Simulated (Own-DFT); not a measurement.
# A change of arrangement and its cost: In32P32, 64 atoms

All numbers below are calculated, not measured. They come from Own-DFT, an in-house plane-wave density functional program, since retired, whose code no person has reviewed. Each row is one single-point run on a periodic cell that was not relaxed, without spin or spin-orbit coupling.

Settings of every run: PBE; PseudoDojo norm-conserving scalar-relativistic files; cutoff 36 hartree; 3 x 3 x 3 k mesh centred on Gamma; Fermi-Dirac smearing of 0.1 eV.

Known limits, some of them of some rows only: not probed for a lower state with spin; forces on such cells moved up to 12 meV/angstrom on a denser k mesh; stress not checked against mesh or cutoff.

All cells hold the same atoms in the same cell, with vectors in Å (11.737, 0.000, 0.000); (0.000, 11.737, 0.000); (0.000, 0.000, 11.737). Every atom was moved at random from its ideal site; u is the rms move along one axis. The defect's site can differ from row to row. E is the free energy of the cell above the lowest run. The arrangements:

- A: zincblende InP
- B: zincblende InP, with one In on a P site and one P on an In site, 2.5 Å apart

```
arrangement   u (Å)  E (eV)  P (GPa)
          A  0.0201   0.000     3.21
          A  0.0208   0.055     3.22
          A  0.0215   0.060     3.22
          A  0.0479   1.857     3.58
          A  0.0499   2.039     3.61
          A  0.0540   2.320     3.67
          B  0.0279   4.295     3.62
          B  0.0305   4.479     3.64
          B  0.0315   4.409     3.62
          B  0.0497   6.014     3.94
          B  0.0503   5.853     3.96
          B  0.0538   6.510     4.04
```

Question: once the cost of the random moves is taken out, how do the arrangements rank?

## Worked answer

Fit E = a + b u², with one b for all and one a for each arrangement, and with residuals divided by u², since the noise grows with the moves. Then b = 968 eV/Å², the scatter at u = 0.04 Å is 0.08 eV, and against A:

- B: 3.92 ± 0.03 eV (higher)

These are energies of unrelaxed cells. Relaxing the atoms lowers the strained arrangements most, so the gaps would shrink and small ones could change sign.
